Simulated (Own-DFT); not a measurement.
# Strain and stress in C40 NbSi2, 36 atoms (Nb12Si24)

Calculated results; nothing here was measured. They come from Own-DFT, an in-house plane-wave density functional program, since retired, whose code no person has reviewed. Each row is one single-point run on a periodic cell that was not relaxed, without spin or spin-orbit coupling.

Settings of every run: PBE; PseudoDojo norm-conserving scalar-relativistic files; cutoff 42 hartree; 4 x 4 x 5 k mesh centred on Gamma; cold (Marzari-Vanderbilt) smearing of 0.2 eV.

Known limits: forces on such cells failed a check on a denser k mesh; stress not checked against mesh or cutoff.

Unstrained cell vectors in Å: (0.000, 8.324, 0.000); (-9.613, 0.000, 0.000); (0.000, 0.000, 6.586). The unstrained cell was taken from the Materials Project. The random moves and any unrelaxed bonds add to the pressure at no strain. Each run strains this cell uniformly, with the atoms carried along. Every atom was also moved at random, by a Gaussian of width 0.05 Å on each axis. Strain is the symmetric tensor, in per cent. Stress is positive in tension, and the pressure is minus a third of its trace.

```
run,e_xx (%),e_yy (%),e_zz (%),e_yz (%),e_xz (%),e_xy (%),s_xx (GPa),s_yy (GPa),s_zz (GPa),s_yz (GPa),s_xz (GPa),s_xy (GPa),P (GPa),E (meV/atom)
1,-1.56,-0.02,1.56,0.60,1.58,-1.61,-7.76,-2.79,1.91,1.96,4.74,-4.52,2.88,24.7
2,1.70,-1.41,-1.21,-1.05,0.46,1.82,1.73,-7.69,-9.32,-3.81,2.09,5.33,5.10,17.6
3,1.55,-0.37,1.29,-0.42,-0.84,-0.82,3.43,-1.08,2.67,-1.18,-2.19,-2.66,-1.67,0.0
4,0.35,-1.50,1.46,1.08,-0.28,0.94,-1.40,-6.53,2.23,2.87,-0.36,2.98,1.90,7.2
5,-0.90,1.92,1.13,-0.64,-1.55,0.37,-3.81,4.67,1.92,-1.68,-4.08,1.03,-0.93,8.2
6,-0.97,-0.68,1.35,1.85,0.29,0.42,-5.23,-4.43,0.96,5.14,0.57,1.36,2.90,6.0
7,-0.69,1.80,-1.03,-1.10,1.03,-1.02,-4.30,2.67,-7.74,-2.79,3.18,-3.07,3.12,10.2
8,-0.70,0.55,-0.38,-0.29,1.15,0.29,-4.56,-1.75,-5.52,-1.06,4.06,0.79,3.94,7.7
9,1.28,1.23,1.00,-1.23,-1.10,0.84,2.99,4.04,1.59,-3.34,-3.21,1.88,-2.87,14.1
10,-1.26,0.78,-0.02,-0.56,-0.65,1.50,-6.34,-0.62,-4.33,-1.65,-2.93,4.11,3.76,7.9
11,0.67,0.58,-0.91,-0.88,0.38,-1.84,-0.74,-1.20,-7.38,-2.71,1.02,-5.15,3.11,20.3
12,1.78,0.53,-1.98,-1.14,0.25,1.68,2.70,-0.83,-11.08,-4.43,0.72,4.62,3.07,11.4
13,-0.04,0.89,0.53,1.44,0.75,0.36,-1.00,1.10,-1.27,4.68,1.55,1.10,0.39,4.0
14,-0.44,-0.67,-0.05,-1.53,0.38,-0.17,-4.98,-5.06,-4.64,-4.97,1.59,-0.64,4.90,7.7
15,0.30,0.33,-1.56,1.29,1.49,-0.78,-2.75,-2.17,-11.77,4.92,5.02,-1.99,5.56,24.0
16,-0.71,1.89,-0.80,-1.57,-1.27,1.82,?,?,?,?,?,?,?,?
```

E is the free energy for each atom above the lowest run shown.

## Worked fit

Each stress component was fitted by least squares to a constant and the strains of the runs shown, as fractions, with shears doubled. Shear strains stay in the fit of a normal stress only where such slopes are resolved. The slopes, in GPa:

```
stress  at no strain  per e_xx  per e_yy  per e_zz  scatter
  s_xx          -2.6  349 ± 11   69 ± 12   65 ± 10     0.42
  s_yy          -2.5    85 ± 8   367 ± 8    92 ± 7     0.30
  s_zz          -4.0   60 ± 12   59 ± 12  453 ± 11     0.44
```

Each shear stress against twice its own strain: yz 160 ± 7, xz 152 ± 16, xy 141 ± 2 GPa. These are stiffnesses along x, y and z of the frame in which the cell vectors are given, which need not be the crystal's axes. The atoms are held to the strained lattice; where symmetry lets them move under strain, relaxing them would lower some slopes. The table should be nearly symmetric about its diagonal, and what it lacks of that shows the noise. A ninth of its sum, 178 ± 9 GPa, estimates the bulk modulus near the mean pressure of these runs, 2.3 GPa, so it lies above the value at zero pressure.

## Withheld run

Question: what normal stresses and pressure should run 16 give?

The fit gives s_xx = -4.3, s_yy = 3.0, s_zz = -7.0 and P = 2.7 GPa. The calculation gave -5.14, 2.35, -7.29 and P = 3.36 GPa.
